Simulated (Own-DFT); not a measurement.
# What a defect does to the pressure of its cell: C40 NbSi2

Calculated, not measured: single-point runs of Own-DFT, a retired in-house plane-wave DFT program that no person has reviewed, on unrelaxed cells, without spin or spin-orbit coupling.

All runs used: PBEsol; PseudoDojo norm-conserving scalar-relativistic files, made for PBE; cutoff 42 hartree; 4 x 4 x 5 k mesh centred on Gamma; cold (Marzari-Vanderbilt) smearing of 0.2 eV.

Limits: forces on such cells failed a check on a denser k mesh; stress not checked against mesh or cutoff.

All runs share one cell, with vectors in Å (0.000, 8.324, 0.000); (-9.613, 0.000, 0.000); (0.000, 0.000, 6.586) and a volume of 527.0 Å³. The atoms are randomly displaced, by u rms on each axis. The defect's site can differ from row to row.

```
                    cell   formula   u (Å)  P (GPa)
               no defect  Nb12Si24  0.0178    -2.19
               no defect  Nb12Si24  0.0205    -2.13
               no defect  Nb12Si24  0.0482    -1.24
two Si on a Nb site each  Nb10Si26  0.0291    -1.81
two Si on a Nb site each  Nb10Si26  0.0451    -1.15
two Si on a Nb site each  Nb10Si26  0.0498    -0.89
two Nb on a Si site each  Nb14Si22  0.0282     3.30
two Nb on a Si site each  Nb14Si22  0.0290     3.38
two Nb on a Si site each  Nb14Si22  0.0489     4.56
two Nb on a Si site each  Nb14Si22  0.0504        ?
          one Si vacancy  Nb12Si23  0.0303    -2.44
          one Si vacancy  Nb12Si23  0.0495    -1.78
          one Si vacancy  Nb12Si23  0.0514    -1.90
```

## Analysis

P = P0 + c u² + a shift for each defect gives P0 = -2.39 GPa, c = 529 ± 60 GPa/Å² and a scatter of 0.16 GPa. The shifts, and each times the cell's volume:

- two Nb on a Si site each: 5.43 ± 0.13 GPa, 17.9 eV (8.9 eV for each of its 2 sites)
- two Si on a Nb site each: 0.16 ± 0.14 GPa, 0.5 eV (0.3 eV for each of its 2 sites) (not resolved)
- one Si vacancy: -0.71 ± 0.15 GPa, -2.3 eV

Positive is outwards. The product with the volume (160.2 GPa Å³ to the eV) is nearly free of the cell's size; divided by the bulk modulus at the cell's pressure it gives the volume that the defect adds. The atoms around the defects weren't relaxed, which would change these numbers.

## Prediction

Asked: what pressure belongs in the blank (two Nb on a Si site each, u = 0.0504 Å)?

The fitted form gives 4.38 ± 0.20 GPa. The run itself gave 4.23 GPa.
